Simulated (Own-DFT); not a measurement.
# Strain and stress in wurtzite GaN, 96 atoms (Ga48N48)

Calculated results; nothing here was measured. They come from Own-DFT, an in-house plane-wave density functional program, since retired, whose code no person has reviewed. Each row is one single-point run on a periodic cell that was not relaxed, without spin or spin-orbit coupling.

Settings of every run: PBE; PseudoDojo norm-conserving scalar-relativistic files (stringent for Ga); cutoff 96 hartree; 3 x 4 x 3 k mesh centred on Gamma; Gaussian smearing of 0.01 eV.

Known limits: forces on such cells passed a denser k mesh, each cell not checked; stress not checked against mesh or cutoff.

Unstrained cell vectors in Å: (12.756, 0.000, 0.000); (-4.783, 8.285, 0.000); (0.000, 0.000, 10.370). The unstrained cell has measured lattice constants (interpolated for alloys), not those of this functional. That, the random moves and any unrelaxed bonds set the pressure at no strain. Each run strains this cell uniformly, with the atoms carried along. Every atom was also moved at random, by a Gaussian of width 0.05 Å on each axis. Strain is the symmetric tensor, in per cent. Stress is positive in tension, and the pressure is minus a third of its trace.

```
run,e_xx (%),e_yy (%),e_zz (%),e_yz (%),e_xz (%),e_xy (%),s_xx (GPa),s_yy (GPa),s_zz (GPa),s_yz (GPa),s_xz (GPa),s_xy (GPa),P (GPa),E (meV/atom)
1,1.50,0.17,0.47,-1.20,-0.27,-0.33,-1.21,-4.95,-3.47,-1.89,-0.40,-0.22,3.21,10.4
2,-1.47,-0.89,1.59,0.20,0.56,-1.59,-11.98,-10.51,-3.59,0.12,1.72,-4.44,8.69,18.4
3,1.38,0.77,1.08,0.34,-1.20,-1.33,-0.10,-2.46,-2.20,0.59,-2.58,-4.07,1.59,10.7
4,0.97,-1.02,-1.37,-0.63,-1.43,0.54,-5.60,-10.12,-14.81,-1.71,-3.43,1.52,10.17,24.3
5,-0.15,-0.01,1.07,-0.89,-1.69,-0.16,-6.55,-7.53,-2.84,-1.62,-2.51,0.77,5.64,12.7
6,1.32,-1.25,0.77,1.44,-0.66,0.33,-1.91,-11.16,-2.96,3.18,-1.12,0.77,5.35,0.4
7,1.74,-0.90,1.06,1.42,1.03,-1.86,-1.08,-9.30,-2.07,3.60,2.22,-4.56,4.15,24.7
8,0.41,-1.48,-1.86,-1.52,0.16,0.80,-8.12,-16.34,-18.54,-3.82,-0.26,1.91,14.34,52.6
9,0.62,-0.38,0.80,-1.34,0.82,-0.07,-4.16,-6.72,-3.61,-2.55,1.13,-0.10,4.83,0.0
10,-1.29,-0.06,1.45,-1.07,0.54,-0.56,-10.65,-8.04,-2.57,-2.83,0.75,-1.53,7.09,12.6
11,0.61,1.03,0.94,0.68,-1.88,-0.14,-2.94,-1.09,-3.61,0.77,-3.89,-0.36,2.55,7.8
12,1.67,0.84,1.16,0.38,-0.36,-1.90,-0.07,-0.87,-0.23,0.91,-0.14,-5.82,0.39,1.1
13,0.37,0.68,0.77,-0.08,0.72,1.26,-4.09,-4.06,-2.68,0.16,1.58,2.85,3.61,0.5
14,-1.69,-0.06,0.39,-1.46,-1.09,-0.23,-15.02,-8.27,-6.64,-3.51,-2.54,-0.89,9.98,14.5
15,-1.19,-1.99,1.99,-1.38,1.44,-0.53,-14.11,-15.79,-0.58,-3.19,2.91,-2.23,10.16,29.9
16,-1.85,1.58,-1.43,0.82,-0.94,0.75,-14.55,-2.53,-16.54,1.97,-2.35,0.50,11.21,29.3
17,1.81,-0.53,-0.53,-1.83,1.34,-1.25,?,?,?,?,?,?,?,?
```

E is the free energy for each atom above the lowest run shown.

## Worked fit

Each stress component was fitted by least squares to a constant and the strains of the runs shown, as fractions, with shears doubled. Shear strains stay in the fit of a normal stress only where such slopes are resolved. The slopes, in GPa:

```
stress  at no strain  per e_xx  per e_yy  per e_zz  scatter
  s_xx          -7.3  402 ± 17  100 ± 22   71 ± 20     0.86
  s_yy          -7.2   83 ± 18  446 ± 23   69 ± 21     0.91
  s_zz          -8.3  100 ± 18   53 ± 23  497 ± 20     0.89
```

Each shear stress against twice its own strain: yz 109 ± 6, xz 96 ± 6, xy 135 ± 11 GPa. These are stiffnesses along x, y and z of the frame in which the cell vectors are given, which need not be the crystal's axes. The atoms are held to the strained lattice; where symmetry lets them move under strain, relaxing them would lower some slopes. The table should be nearly symmetric about its diagonal, and what it lacks of that shows the noise. A ninth of its sum, 202 ± 6 GPa, estimates the bulk modulus near the mean pressure of these runs, 6.4 GPa, so it lies above the value at zero pressure.

## Withheld run

Question: what normal stresses and pressure should run 17 give?

The fit gives s_xx = -1.0, s_yy = -8.4, s_zz = -9.4 and P = 6.3 GPa. The calculation gave -1.17, -7.84, -8.75 and P = 5.92 GPa.
